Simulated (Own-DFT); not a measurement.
# Strain and stress in wurtzite GaN, 72 atoms (Ga36N36)

These are calculations, not measurements. They come from Own-DFT, an in-house plane-wave density functional program, since retired, whose code no person has reviewed. Each row is one single-point run on a periodic cell that was not relaxed, without spin or spin-orbit coupling.

Settings of every run: PBE; PseudoDojo norm-conserving scalar-relativistic files; cutoff 42 hartree; 4 x 4 x 3 k mesh centred on Gamma; Fermi-Dirac smearing of 0.1 eV.

Known limits: forces not confirmed at this smearing and k mesh; stress not checked against mesh or cutoff.

Unstrained cell vectors in Å: (9.567, 0.000, 0.000); (-4.784, 8.285, 0.000); (0.000, 0.000, 10.370). The unstrained cell has measured lattice constants (interpolated for alloys), not those of this functional. That, the random moves and any unrelaxed bonds set the pressure at no strain. Each run strains this cell uniformly, with the atoms carried along. Every atom was also moved at random, by a Gaussian of width 0.05 Å on each axis. Strain is the symmetric tensor, in per cent. Stress is positive in tension, and the pressure is minus a third of its trace.

```
run,e_xx (%),e_yy (%),e_zz (%),s_xx (GPa),s_yy (GPa),s_zz (GPa),P (GPa),E (meV/atom)
1,2.00,2.00,0.00,2.69,1.46,-5.56,0.47,5.0
2,1.00,1.00,0.00,-1.95,-2.11,-7.19,3.75,1.2
3,-3.00,-3.00,0.00,-24.96,-25.19,-13.95,21.37,66.4
4,0.25,0.25,0.00,-6.30,-5.15,-8.18,6.54,6.3
5,1.25,1.25,0.00,-0.64,-2.68,-6.73,3.35,16.8
6,1.75,1.75,0.00,1.43,1.47,-5.72,0.94,0.0
7,3.00,3.00,0.00,6.36,5.93,-3.95,-2.78,10.8
8,-1.00,-1.00,0.00,-12.41,-14.45,-9.34,12.07,31.6
9,2.75,2.75,0.00,?,?,?,?,?
```

E is the free energy for each atom above the lowest run shown.

## Worked fit

The change of volume is close to e_xx + e_yy + e_zz. A straight line through the runs shown gives P = 8.45 - 203 x (fractional change of volume) GPa, with an error of 8 on the slope and a scatter of 0.78 GPa. The strain isn't the same on all axes and the cell isn't cubic, so the slope belongs to this path and is not the bulk modulus.

## Withheld run

Question: what pressure should run 9 give? Its volume changes by 5.58 %.

The line gives -2.9 GPa. The calculation gave -2.27 GPa.
